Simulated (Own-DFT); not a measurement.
# Computed records: Hf36O71 (tetragonal hafnia with one neutral oxygen vacancy, atoms displaced)

Computed with Own-DFT development build. A calculation, not a measurement: plane-wave PBE and HSE06 DFT by an unreviewed code, no spin, of a simulated cell at Gamma alone, so results move with cell size and shape, stress positive in tension, energies less offsets, not probed for a lower state with spin; hafnium file: forces about 75 meV/angstrom off all-electron values; oxygen file: force components 24 meV/angstrom off all-electron in a glass; k mesh not checked against a denser one; forces and stress are PBE's, HSE06 gives the energy alone, and its difference from PBE has offsets of its own; offsets are fitted by least squares, one for each functional and potential file, so energies compare only between cells with the same atoms and settings and are not formation energies; the far tail of each file's local potential was reset to the Coulomb form; each entry is a single point on an unrelaxed cell, so the pressure reflects the starting lattice, taken from the Materials Project, from which strain is counted, and rises with the displacements; printed positions are rounded, which can move forces by about a meV/angstrom; the program is a retired in-house code; no spin-orbit coupling.

Settings shared by all entries: first functional PBE; second functional HSE06; exact exchange share 0.25; screening 0.11 1/bohr; exchange divergence Gygi-Baldereschi; potential files PseudoDojo norm-conserving, scalar-relativistic, made for PBE, standard set; wave cutoff 48 hartree; occupations fixed; k mesh 1 x 1 x 1 centred on Gamma.

(1) 
```cif
# cell vector a (Å): 10.7800 0.0000 0.0000
# cell vector b (Å): 0.0000 10.7800 0.0000
# cell vector c (Å): 0.0000 0.0000 10.4493
data_Hf36O71
_symmetry_space_group_name_H-M 'P 1'
_symmetry_Int_Tables_number 1
_cell_length_a 10.7800
_cell_length_b 10.7800
_cell_length_c 10.4493
_cell_angle_alpha 90.000
_cell_angle_beta 90.000
_cell_angle_gamma 90.000
_cell_volume 1214.30
loop_
_atom_site_label
_atom_site_type_symbol
_atom_site_fract_x
_atom_site_fract_y
_atom_site_fract_z
_atom_site_occupancy
Hf1 Hf 0.99952 0.00113 0.00020 1
Hf2 Hf 0.16974 0.16890 0.25334 1
O1 O 0.00086 0.16865 0.15225 1
O2 O 0.16390 0.99904 0.35334 1
O3 O 0.99978 0.17040 0.40521 1
O4 O 0.16936 0.99985 0.09534 1
Hf3 Hf 0.99569 0.00089 0.49658 1
Hf4 Hf 0.16734 0.16547 0.74630 1
O5 O 0.00361 0.16864 0.65223 1
O6 O 0.17045 0.00474 0.85048 1
O7 O 0.00186 0.16746 0.90120 1
O8 O 0.16941 0.00283 0.59769 1
Hf5 Hf 0.00232 0.33429 0.00217 1
Hf6 Hf 0.16803 0.50112 0.24961 1
O9 O 0.00763 0.49872 0.15162 1
O10 O 0.16550 0.33342 0.34333 1
O11 O 0.16365 0.33156 0.09986 1
Hf7 Hf 0.99848 0.33350 0.49719 1
Hf8 Hf 0.16970 0.50070 0.74471 1
O12 O 0.99942 0.49654 0.65050 1
O13 O 0.16578 0.33519 0.84390 1
O14 O 0.99678 0.49919 0.90036 1
O15 O 0.16745 0.33651 0.59791 1
Hf9 Hf 0.00537 0.66477 0.00455 1
Hf10 Hf 0.16620 0.82815 0.25203 1
O16 O 0.00087 0.83576 0.15559 1
O17 O 0.16821 0.66508 0.34639 1
O18 O 0.99420 0.83647 0.40160 1
O19 O 0.16725 0.66574 0.09774 1
Hf11 Hf 0.00297 0.66626 0.50495 1
Hf12 Hf 0.16996 0.83451 0.75266 1
O20 O 0.00050 0.83316 0.65348 1
O21 O 0.16569 0.66699 0.84842 1
O22 O 0.00147 0.83569 0.90235 1
O23 O 0.16497 0.66971 0.59742 1
Hf13 Hf 0.33362 0.00264 0.00293 1
Hf14 Hf 0.49989 0.16404 0.24707 1
O24 O 0.32957 0.16800 0.14433 1
O25 O 0.49983 0.00330 0.34162 1
O26 O 0.33194 0.16526 0.40427 1
O27 O 0.49963 0.00056 0.09960 1
Hf15 Hf 0.33633 0.99577 0.49895 1
Hf16 Hf 0.50134 0.16872 0.74854 1
O28 O 0.33225 0.16832 0.65044 1
O29 O 0.50168 0.99785 0.84799 1
O30 O 0.33547 0.16538 0.90615 1
O31 O 0.49925 0.99775 0.59906 1
Hf17 Hf 0.33243 0.33153 0.00221 1
Hf18 Hf 0.49946 0.50217 0.24881 1
O32 O 0.33285 0.49808 0.14637 1
O33 O 0.50571 0.33334 0.34957 1
O34 O 0.33199 0.49976 0.40151 1
O35 O 0.49582 0.33378 0.09993 1
Hf19 Hf 0.32545 0.32983 0.50109 1
Hf20 Hf 0.49967 0.50274 0.74509 1
O36 O 0.33477 0.49946 0.64744 1
O37 O 0.49624 0.33210 0.85085 1
O38 O 0.33381 0.50258 0.89958 1
O39 O 0.50137 0.33710 0.59610 1
Hf21 Hf 0.33023 0.66625 0.99855 1
Hf22 Hf 0.50136 0.83355 0.24327 1
O40 O 0.33237 0.83582 0.15082 1
O41 O 0.50320 0.66814 0.34455 1
O42 O 0.32648 0.83262 0.40264 1
O43 O 0.50147 0.66737 0.10336 1
Hf23 Hf 0.33386 0.67041 0.49679 1
Hf24 Hf 0.50302 0.83246 0.74944 1
O44 O 0.33213 0.83571 0.65960 1
O45 O 0.50060 0.67096 0.84962 1
O46 O 0.33357 0.83972 0.90221 1
O47 O 0.50722 0.67006 0.59623 1
Hf25 Hf 0.67155 0.00189 0.99694 1
Hf26 Hf 0.83568 0.16625 0.25543 1
O48 O 0.67236 0.16357 0.15257 1
O49 O 0.83320 0.99481 0.34513 1
O50 O 0.66870 0.16587 0.40198 1
O51 O 0.83365 0.99409 0.09565 1
Hf27 Hf 0.66810 0.99737 0.50305 1
Hf28 Hf 0.83427 0.16576 0.75460 1
O52 O 0.66717 0.16468 0.64507 1
O53 O 0.83574 0.00321 0.85126 1
O54 O 0.67058 0.16724 0.89943 1
O55 O 0.83045 0.00429 0.60041 1
Hf29 Hf 0.67002 0.33619 0.99926 1
Hf30 Hf 0.83434 0.50290 0.24654 1
O56 O 0.66699 0.50055 0.15497 1
O57 O 0.83186 0.33664 0.34918 1
O58 O 0.66712 0.49743 0.40058 1
O59 O 0.83697 0.33595 0.09457 1
Hf31 Hf 0.66359 0.33447 0.49733 1
Hf32 Hf 0.82891 0.50009 0.75036 1
O60 O 0.66514 0.49955 0.65065 1
O61 O 0.83381 0.33430 0.84376 1
O62 O 0.66733 0.50164 0.89622 1
O63 O 0.83865 0.33253 0.59263 1
Hf33 Hf 0.66322 0.66545 0.99864 1
Hf34 Hf 0.83514 0.83140 0.24936 1
O64 O 0.66544 0.83403 0.15231 1
O65 O 0.83071 0.66319 0.34255 1
O66 O 0.66373 0.83626 0.40192 1
O67 O 0.83358 0.66695 0.09699 1
Hf35 Hf 0.66756 0.66948 0.50185 1
Hf36 Hf 0.83497 0.83226 0.75127 1
O68 O 0.66920 0.83161 0.65429 1
O69 O 0.83481 0.66494 0.84740 1
O70 O 0.66684 0.83006 0.90407 1
O71 O 0.83081 0.66079 0.59426 1
_calc_PBE_energy_of_cell_above_offsets '-101.022'  # eV
_calc_HSE06_less_PBE_above_offsets '-0.155'  # eV
_calc_PBE_pressure 0.72  # GPa
_calc_PBE_stress_xx -0.72  # GPa
_calc_PBE_stress_yy -0.17  # GPa
_calc_PBE_stress_zz -1.26  # GPa
_calc_PBE_stress_yz -0.14  # GPa
_calc_PBE_stress_xz 0.21  # GPa
_calc_PBE_stress_xy 0.04  # GPa
```

Force:
```
element  x (eV/Å)  y (eV/Å)  z (eV/Å)
     Hf     0.812     0.205     0.036
     Hf    -0.426    -1.136    -0.891
      O    -0.226    -0.359     0.519
      O    -0.013    -0.016    -0.844
      O    -0.279    -0.943    -0.626
      O    -0.889    -0.061     0.575
     Hf      1.04     0.155     0.777
     Hf    -0.198    -0.062     0.719
      O    -0.667    -0.288     0.055
      O    -0.327    -0.624    -0.574
      O    -0.346     0.102     0.242
      O    -0.416    -0.319    -0.174
     Hf      0.27    -0.239    -0.924
     Hf     0.479    -0.669     0.114
      O    -1.151     0.461     0.376
      O     0.037      0.35     0.793
      O     0.709     0.072    -0.209
     Hf    -0.209     1.293     0.578
     Hf    -0.662    -0.545     0.704
      O     0.259     0.687    -0.207
      O     0.279     0.034     0.142
      O     0.252     0.412     0.618
      O    -0.457    -0.003    -0.282
     Hf    -1.298     0.068    -1.396
     Hf     0.161     1.829    -0.385
      O     0.317    -0.468    -0.277
      O    -0.481      0.09     0.575
      O     0.274     -1.26     0.358
      O     0.347     0.281     0.504
     Hf    -0.896    -0.448    -0.719
     Hf    -0.694     0.943     0.623
      O    -0.274     0.056    -0.074
      O     0.191    -0.049     0.047
      O    -0.069    -0.493      0.34
      O     0.925    -0.105    -0.014
     Hf     -0.16    -0.133    -0.485
     Hf     0.446      0.98    -0.161
      O     0.518      0.09     1.386
      O     -0.44    -0.922     0.816
      O    -0.114     0.014    -0.604
      O     0.651      0.22    -0.341
     Hf    -0.865     0.893       0.4
     Hf    -0.124    -0.249     0.124
      O     0.807     0.241     0.102
      O     0.475     0.617    -0.393
      O     0.138     0.529    -0.725
      O     0.245    -0.194    -0.376
     Hf    -0.071     0.133    -0.644
     Hf     0.073    -0.785     0.518
      O     0.043     0.383     0.423
      O    -0.392    -0.305    -0.639
      O     0.116     0.309    -0.061
      O     1.267     -0.13    -0.301
     Hf     1.589     0.557    -0.168
     Hf    -0.132    -0.787     0.654
      O     0.023      0.55     0.159
      O     0.414     0.523    -0.612
      O    -0.012    -0.052    -0.025
      O    -0.863    -0.244     0.452
     Hf     0.834     0.424    -0.343
     Hf      0.19     0.258     0.239
      O    -0.126    -0.496     0.464
      O    -0.562     0.134     0.555
      O     0.411    -0.096     -0.05
      O     -0.62     -0.09    -0.868
     Hf     0.298    -1.269     0.326
     Hf    -0.371     0.822     0.655
      O     0.734     -0.53    -1.184
      O      -0.1     -0.83    -0.149
      O    -0.226    -1.424     0.222
      O    -1.834    -0.019     0.332
     Hf    -0.838    -0.371       0.5
     Hf    -0.261     0.259     -0.28
      O     -0.44     0.283     -0.22
      O      0.19     1.125     0.555
      O     0.199    -0.464    -0.128
      O     0.215     0.139     0.233
     Hf    -0.366     1.132    -0.399
     Hf     0.226     0.553    -1.279
      O    -0.247     0.243     1.191
      O    -0.319    -0.955    -0.206
      O    -0.144      0.45     0.164
      O     0.697    -0.417    -0.139
     Hf    -0.595    -0.298     0.133
     Hf      0.01    -0.651     0.364
      O    -0.222    -0.232    -0.948
      O     0.775    -0.141    -0.691
      O     -0.13     1.149     0.246
      O    -0.698     0.144     0.171
     Hf     0.534    -0.315     -0.12
     Hf     0.961    -0.067    -0.422
      O     0.032    -0.031     0.036
      O    -0.455    -0.161     0.377
      O    -0.167    -0.369     0.615
      O    -1.118     0.033     0.363
     Hf     0.526      0.29      0.35
     Hf    -0.398    -0.151    -0.378
      O     0.404    -0.102    -0.115
      O     0.445     0.554     0.588
      O     0.147    -0.542     0.237
      O     0.232    -0.171    -0.229
     Hf     0.318    -0.788    -1.461
     Hf     0.447    -0.026     0.579
      O     0.304     0.174    -0.271
      O    -0.103     0.568     -0.34
      O     0.307      0.62    -0.189
      O     0.894     0.461     0.312
```

(2) 
```cif
# cell vector a (Å): 10.7800 0.0000 0.0000
# cell vector b (Å): 0.0000 10.7800 0.0000
# cell vector c (Å): 0.0000 0.0000 10.4493
data_Hf36O71
_symmetry_space_group_name_H-M 'P 1'
_symmetry_Int_Tables_number 1
_cell_length_a 10.7800
_cell_length_b 10.7800
_cell_length_c 10.4493
_cell_angle_alpha 90.000
_cell_angle_beta 90.000
_cell_angle_gamma 90.000
_cell_volume 1214.30
loop_
_atom_site_label
_atom_site_type_symbol
_atom_site_fract_x
_atom_site_fract_y
_atom_site_fract_z
_atom_site_occupancy
Hf1 Hf 0.01045 0.00443 0.99538 1
Hf2 Hf 0.16700 0.17248 0.25324 1
O1 O 0.00504 0.16479 0.15102 1
O2 O 0.16247 0.99845 0.35081 1
O3 O 0.00831 0.16154 0.40784 1
O4 O 0.16986 0.00631 0.09761 1
Hf3 Hf 0.00325 0.00019 0.50523 1
Hf4 Hf 0.16691 0.16019 0.74703 1
O5 O 0.99698 0.17518 0.65166 1
O6 O 0.16303 0.00166 0.84938 1
O7 O 0.99038 0.17020 0.90471 1
O8 O 0.17133 0.00208 0.60122 1
Hf5 Hf 0.00268 0.33960 0.00248 1
Hf6 Hf 0.16485 0.50099 0.24773 1
O9 O 0.99403 0.49520 0.16018 1
O10 O 0.16660 0.32594 0.35116 1
O11 O 0.99898 0.49759 0.40564 1
O12 O 0.16964 0.32827 0.10263 1
Hf7 Hf 0.99714 0.33955 0.49847 1
Hf8 Hf 0.16772 0.49340 0.74847 1
O13 O 0.00425 0.50242 0.64687 1
O14 O 0.16801 0.33598 0.85422 1
O15 O 0.99186 0.50221 0.90727 1
O16 O 0.16850 0.33319 0.59979 1
Hf9 Hf 0.00203 0.66254 0.99870 1
Hf10 Hf 0.16057 0.82788 0.24928 1
O17 O 0.00300 0.83709 0.14871 1
O18 O 0.16724 0.65993 0.35484 1
O19 O 0.16420 0.66870 0.09964 1
Hf11 Hf 0.98968 0.66353 0.49967 1
Hf12 Hf 0.15763 0.83173 0.74911 1
O20 O 0.00318 0.83287 0.65518 1
O21 O 0.16341 0.66875 0.85580 1
O22 O 0.99806 0.83208 0.90242 1
O23 O 0.17134 0.66906 0.59735 1
Hf13 Hf 0.32687 0.00523 0.99498 1
Hf14 Hf 0.49750 0.17268 0.24576 1
O24 O 0.33189 0.16791 0.16001 1
O25 O 0.50021 0.00343 0.34046 1
O26 O 0.34031 0.16290 0.40965 1
O27 O 0.49882 0.99624 0.08960 1
Hf15 Hf 0.33192 0.99990 0.49685 1
Hf16 Hf 0.49378 0.16337 0.75096 1
O28 O 0.34198 0.17328 0.65693 1
O29 O 0.50169 0.99525 0.83487 1
O30 O 0.33998 0.16354 0.90067 1
O31 O 0.49647 0.99665 0.60632 1
Hf17 Hf 0.33667 0.32823 0.00679 1
Hf18 Hf 0.49963 0.49629 0.26811 1
O32 O 0.34130 0.49982 0.14627 1
O33 O 0.49894 0.32610 0.34722 1
O34 O 0.32918 0.50481 0.39904 1
O35 O 0.49284 0.33622 0.10019 1
Hf19 Hf 0.34106 0.32949 0.49549 1
Hf20 Hf 0.49985 0.50415 0.74734 1
O36 O 0.33364 0.49632 0.64992 1
O37 O 0.50589 0.32763 0.85194 1
O38 O 0.33537 0.49519 0.90401 1
O39 O 0.50145 0.33184 0.59447 1
Hf21 Hf 0.33390 0.66724 0.99476 1
Hf22 Hf 0.49933 0.83721 0.24436 1
O40 O 0.33320 0.82863 0.15258 1
O41 O 0.49506 0.66801 0.35408 1
O42 O 0.33776 0.83291 0.39877 1
O43 O 0.49989 0.66459 0.09365 1
Hf23 Hf 0.33787 0.66392 0.49676 1
Hf24 Hf 0.50615 0.82999 0.75629 1
O44 O 0.33170 0.84442 0.65359 1
O45 O 0.51135 0.66869 0.84886 1
O46 O 0.33497 0.83127 0.90146 1
O47 O 0.50016 0.66820 0.58922 1
Hf25 Hf 0.66996 0.99596 0.99542 1
Hf26 Hf 0.83782 0.17363 0.24562 1
O48 O 0.68123 0.16826 0.14992 1
O49 O 0.83776 0.99591 0.33788 1
O50 O 0.67131 0.17010 0.41473 1
O51 O 0.82793 0.99764 0.09871 1
Hf27 Hf 0.67555 0.99828 0.49498 1
Hf28 Hf 0.83821 0.16442 0.75150 1
O52 O 0.66985 0.15885 0.65380 1
O53 O 0.83340 0.00067 0.85078 1
O54 O 0.65785 0.17123 0.90989 1
O55 O 0.82840 0.00083 0.59233 1
Hf29 Hf 0.66482 0.32915 0.99763 1
Hf30 Hf 0.83095 0.49904 0.25042 1
O56 O 0.66838 0.50180 0.15017 1
O57 O 0.83010 0.33464 0.34232 1
O58 O 0.66436 0.49473 0.39860 1
O59 O 0.83801 0.33785 0.09856 1
Hf31 Hf 0.66420 0.33641 0.49776 1
Hf32 Hf 0.83604 0.50191 0.75031 1
O60 O 0.66283 0.49978 0.64832 1
O61 O 0.83275 0.33123 0.84849 1
O62 O 0.66353 0.50429 0.90285 1
O63 O 0.83406 0.33069 0.59595 1
Hf33 Hf 0.66351 0.66324 0.00402 1
Hf34 Hf 0.82756 0.82943 0.25321 1
O64 O 0.67281 0.83272 0.14968 1
O65 O 0.83386 0.66386 0.35500 1
O66 O 0.66559 0.82926 0.40269 1
O67 O 0.83090 0.66516 0.09048 1
Hf35 Hf 0.67038 0.67430 0.50530 1
Hf36 Hf 0.83299 0.83049 0.75598 1
O68 O 0.66641 0.83569 0.64652 1
O69 O 0.83412 0.66801 0.84240 1
O70 O 0.66472 0.83735 0.89928 1
O71 O 0.82249 0.66125 0.59992 1
_calc_PBE_energy_of_cell_above_offsets '-96.953'  # eV
_calc_HSE06_less_PBE_above_offsets '0.065'  # eV
_calc_PBE_pressure 2.41  # GPa
_calc_PBE_stress_xx -1.16  # GPa
_calc_PBE_stress_yy -3.02  # GPa
_calc_PBE_stress_zz -3.03  # GPa
_calc_PBE_stress_yz 0.02  # GPa
_calc_PBE_stress_xz -1.49  # GPa
_calc_PBE_stress_xy -0.03  # GPa
```

Force:
```
element  x (eV/Å)  y (eV/Å)  z (eV/Å)
     Hf    -2.328    -0.541     1.504
     Hf    -1.122    -1.945     0.084
      O    -0.367     0.186     0.096
      O    -0.054    -0.546     -0.33
      O    -0.756     1.182    -0.218
      O     0.049    -0.259    -0.149
     Hf    -0.187    -0.366    -1.307
     Hf     0.219     2.062    -0.765
      O     1.206    -1.064     0.516
      O    -0.164    -0.108     0.277
      O     0.936    -0.071    -0.224
      O    -1.263      0.89     0.461
     Hf    -0.459    -1.345     0.077
     Hf      1.37    -0.096     0.177
      O     1.817     0.392    -0.805
      O     0.287     2.211     0.081
      O    -0.014     0.808    -0.814
      O    -0.455     0.596     -0.02
     Hf     0.747     -2.11      0.95
     Hf       1.1     0.662    -0.311
      O    -0.927     0.014     0.906
      O    -0.516     -1.02    -0.435
      O     0.225    -0.597    -0.999
      O     0.012     0.015    -0.273
     Hf    -0.314     1.894      0.57
     Hf     1.238     0.276     0.723
      O    -0.782    -0.269     0.974
      O    -0.968     0.851    -1.138
      O     0.188    -0.894     0.391
     Hf     1.885     0.643     0.167
     Hf     3.354     -1.16     0.003
      O    -2.218     0.052    -1.104
      O    -0.057     -0.98    -0.832
      O     0.063     0.299    -0.157
      O     -1.08     0.031     0.252
     Hf     1.717    -2.296     0.664
     Hf     1.532    -2.307    -0.383
      O     0.491    -0.024    -0.871
      O     0.379     0.052    -0.166
      O    -0.305     0.983    -1.064
      O    -0.139     0.343     0.087
     Hf     1.729     -2.52      1.19
     Hf     3.451    -0.515    -0.095
      O    -3.296     0.131    -0.962
      O    -0.108     0.765     1.984
      O    -0.683     0.491      0.15
      O     0.578     0.452    -2.511
     Hf    -0.535     1.476     -1.25
     Hf     0.139     1.958      -2.6
      O    -1.566    -0.014     1.385
      O    -0.298     1.074     0.994
      O     0.697     -2.29    -0.363
      O     2.178    -0.982     0.768
     Hf    -1.445     0.536     1.516
     Hf     0.305    -1.207      0.86
      O     0.204     0.233     0.265
      O    -0.476     1.622    -0.558
      O     0.042     0.658    -0.575
      O     -0.07     0.365     0.041
     Hf      0.01    -0.358     1.072
     Hf    -0.656     -0.37     0.324
      O    -0.514     0.078    -0.068
      O     0.509    -0.421    -1.288
      O    -0.219     0.266     0.207
      O    -0.061     0.584     0.504
     Hf    -1.102     1.974     0.468
     Hf    -1.553     1.606    -2.337
      O    -0.313    -0.948     0.654
      O    -0.899    -1.133    -0.166
      O    -0.124     0.678     0.257
      O     0.213    -0.349     1.767
     Hf     0.094     1.284     0.837
     Hf     0.377    -1.624      0.03
      O    -2.784     0.691     0.559
      O    -0.066     0.484      1.16
      O     0.032    -0.594    -1.621
      O     1.582     0.027    -0.857
     Hf    -2.636      0.94      1.01
     Hf    -1.799     0.709    -0.384
      O    -0.244     0.442     0.966
      O     0.035    -0.431     -0.65
      O     0.554    -1.938    -0.558
      O     2.641    -0.359      0.73
     Hf     0.157      1.24     0.252
     Hf     -1.21    -0.091    -0.561
      O    -0.762    -0.096     0.786
      O     0.609     0.062      0.85
      O    -0.248     1.232    -0.066
      O    -0.256    -0.254    -0.299
     Hf     1.112    -0.963     1.653
     Hf    -1.176    -1.211    -0.103
      O     0.665    -0.147     0.639
      O    -0.206     0.856    -0.278
      O      0.53    -1.023    -0.422
      O    -0.324     0.848    -0.165
     Hf    -0.313     0.066    -0.281
     Hf     1.233      1.01    -1.119
      O    -1.593    -0.259     0.155
      O     0.472     0.124    -0.148
      O     0.368     0.733    -1.106
      O     1.184     0.003     0.863
     Hf     -2.33    -0.984    -1.017
     Hf     -0.62     1.268    -0.447
      O     0.869    -0.692     0.531
      O     0.118     -0.42     0.294
      O     0.576    -1.357    -0.348
      O     2.884     0.141     0.889
```
